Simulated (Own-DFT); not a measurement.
# Point defects and the pressure they add: C40 NbSi2

Calculated, not measured: single-point runs of Own-DFT, a retired in-house plane-wave DFT program that no person has reviewed, on unrelaxed cells, without spin or spin-orbit coupling.

Common settings: PBE; PseudoDojo norm-conserving scalar-relativistic files; cutoff 42 hartree; 4 x 4 x 5 k mesh centred on Gamma; cold (Marzari-Vanderbilt) smearing of 0.2 eV.

Limits: forces on such cells failed a check on a denser k mesh; stress not checked against mesh or cutoff.

All runs share one cell, with vectors in Å (0.000, 8.324, 0.000); (-9.613, 0.000, 0.000); (0.000, 0.000, 6.586) and a volume of 527.0 Å³. Atoms were moved at random from their sites; u is the rms move along one axis. The defect's site can differ from row to row.

```
                    cell   formula   u (Å)  P (GPa)
               no defect  Nb12Si24  0.0172     1.44
               no defect  Nb12Si24  0.0185     1.45
               no defect  Nb12Si24  0.0450     2.37
two Si on a Nb site each  Nb10Si26  0.0290     1.67
two Si on a Nb site each  Nb10Si26  0.0312     1.47
two Si on a Nb site each  Nb10Si26  0.0475     2.32
two Si on a Nb site each  Nb10Si26  0.0558        ?
        two Nb vacancies  Nb10Si24  0.0282    -0.17
        two Nb vacancies  Nb10Si24  0.0492     0.61
        two Nb vacancies  Nb10Si24  0.0502     0.59
two Nb on a Si site each  Nb14Si22  0.0287     7.54
two Nb on a Si site each  Nb14Si22  0.0298     7.77
two Nb on a Si site each  Nb14Si22  0.0497     8.29
          one Si vacancy  Nb12Si23  0.0278     0.94
          one Si vacancy  Nb12Si23  0.0322     1.06
          one Si vacancy  Nb12Si23  0.0546     1.88
```

## Working it out

P = P0 + c u² + a shift for each defect gives P0 = 1.34 GPa, c = 463 ± 33 GPa/Å² and a scatter of 0.10 GPa. The shifts, and each times the cell's volume:

- two Nb on a Si site each: 5.88 ± 0.09 GPa, 19.3 eV (9.7 eV for each of its 2 sites)
- two Si on a Nb site each: -0.15 ± 0.09 GPa, -0.5 eV (-0.3 eV for each of its 2 sites) (not resolved)
- one Si vacancy: -0.79 ± 0.09 GPa, -2.6 eV
- two Nb vacancies: -1.88 ± 0.09 GPa, -6.2 eV (-3.1 eV for each of its 2 sites)

Positive is outwards. The product with the volume (160.2 GPa Å³ to the eV) is nearly free of the cell's size; divided by the bulk modulus at the cell's pressure it gives the volume that the defect adds. The atoms around the defects weren't relaxed, which would change these numbers.

## Withheld run

The question: what pressure belongs in the blank (two Si on a Nb site each, u = 0.0558 Å)?

The fitted form gives 2.63 ± 0.13 GPa. The hidden result is 2.71 GPa.
